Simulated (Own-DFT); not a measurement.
# Slab less bulk: wurtzite AlN, m plane (10-10)

No measurement is shown. These are fixed-geometry runs of a retired plane-wave code named Own-DFT, which no person has reviewed; spin and spin-orbit coupling are neglected.

Limits (not all hold for every row): some atoms lie very close together; k mesh not checked against a denser one.

Both sets of runs: PBE; PseudoDojo norm-conserving scalar-relativistic files; cutoff 42 hartree; Gaussian smearing of 0.01 eV. The slab has 128 atoms in 16 layers, two equal faces of 62.02 Å² as cut, 15 Å of vacuum, a dipole correction along the normal and a 6 x 3 x 1 mesh. The bulk cell has 128 atoms, the same measured lattice constants and a 3 x 3 x 3 mesh. In the slab only the 32 atoms nearest the faces were moved at random; u is their rms move along one axis. Energies are counted from -174.06 eV for each atom.

| slab run | u (Å) | E (eV, cell) |
|---|---|---|
| 1 | 0.0466 | 20.098 |
| 2 | 0.0476 | 21.354 |
| 3 | 0.0477 | 20.144 |
| 4 | 0.0481 | 20.747 |
| 5 | 0.0502 | 20.407 |
| 6 | 0.0512 | 20.965 |
| 7 | 0.0530 | 21.792 |
| 8 | 0.0534 | 21.814 |
| 9 | 0.0585 | 21.115 |
| 10 | 0.1006 | 27.479 |
| 11 | 0.1050 | 27.974 |
| 12 | 0.1052 | 26.065 |

```
bulk run   u (Å)  E (meV/atom)
       1  0.0199         -2.21
       2  0.0204         -1.13
       3  0.0204         -1.42
       4  0.0205         -0.32
       5  0.0206          0.14
       6  0.0207         -0.64
       7  0.0953        285.31
       8  0.0971        322.74
       9  0.1016        346.42
      10  0.1044        361.62
```

Asked: what is the energy of the unrelaxed surface?

## Solution

Take each set to u = 0 with E = a + b u². Rows are weighted down as u grows, with residuals divided by u² + 0.0006 Å². Slab: a = 18.89 ± 0.38 eV. Bulk: a = -15.4 ± 0.4 meV/atom. The excess is 18.89 - 128 x (-0.0154) = 20.86 ± 0.38 eV. Over two faces that is 168 meV/Å², or 2.69 ± 0.05 J/m². Relaxing the faces would lower the energy, and the unlike meshes and the reach from the smallest u down to zero add errors that aren't counted here.
